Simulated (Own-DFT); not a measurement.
# Misfit strain and the stress it brings: wurtzite GaN, 72 atoms (Ga36N36)

Source: density functional calculations with Own-DFT, an unreviewed in-house program that is no longer used. Nothing was measured or relaxed, and spin and spin-orbit coupling are left out.

Method: PBE; PseudoDojo norm-conserving scalar-relativistic files (stringent for Ga); cutoff 96 hartree; 4 x 4 x 3 k mesh centred on Gamma; Gaussian smearing of 0.01 eV.

Limits: forces not confirmed at this smearing and k mesh; stress not checked against mesh or cutoff.

Unstrained cell vectors in Å: (9.567, 0.000, 0.000); (-4.784, 8.285, 0.000); (0.000, 0.000, 10.370). The unstrained cell has measured lattice constants (interpolated for alloys), not those of this functional. That, the random moves and any unrelaxed bonds set the pressure at no strain. Each run strains x and y alike by e, as a substrate would, and holds the height along z. Each coordinate of each atom was shifted by a normal deviate of width 0.05 Å. Stress is positive in tension.

| e (%) | u (Å) | (s_xx + s_yy)/2 (GPa) | s_zz (GPa) |
|---|---|---|---|
| -2.25 | 0.049 | -21.30 | -10.91 |
| -1.75 | 0.050 | -16.72 | -10.23 |
| -0.50 | 0.048 | -9.67 | -7.71 |
| 0.25 | 0.051 | -6.09 | -6.35 |
| 0.50 | 0.048 | -3.79 | -6.90 |
| 0.75 | 0.049 | ? | ? |
| 1.00 | 0.050 | -1.19 | -7.07 |
| 1.25 | 0.049 | -1.70 | -4.38 |
| 2.00 | 0.050 | 1.83 | -3.13 |
| 3.00 | 0.050 | 6.51 | -3.23 |

## Working it out

With e as a fraction, the in-plane stress is -7.0 + 536 e - 3339 e² GPa (errors 16 and 911, scatter 0.73), and s_zz is -7.3 + 158 e GPa (slope ± 17, scatter 0.83). At e = 0 the first slope is C11 + C12 and the second 2 C13, both with the ions held to the strained lattice and at the cell's own pressure. The term in e² is negative: the layer stiffens under compression and softens under tension. A free layer would change its height as e changes, and the in-plane slope would drop by 2 C13²/C33 to the biaxial modulus. At fixed height, a misfit of 1 % moves the in-plane stress by about 5.4 GPa and s_zz by 1.6 GPa.

## Withheld run

Asked: what are the two stresses at e = 0.75 %?

From the fit: -3.1 and -6.1 GPa. The calculation gave -2.19 and -7.59 GPa.
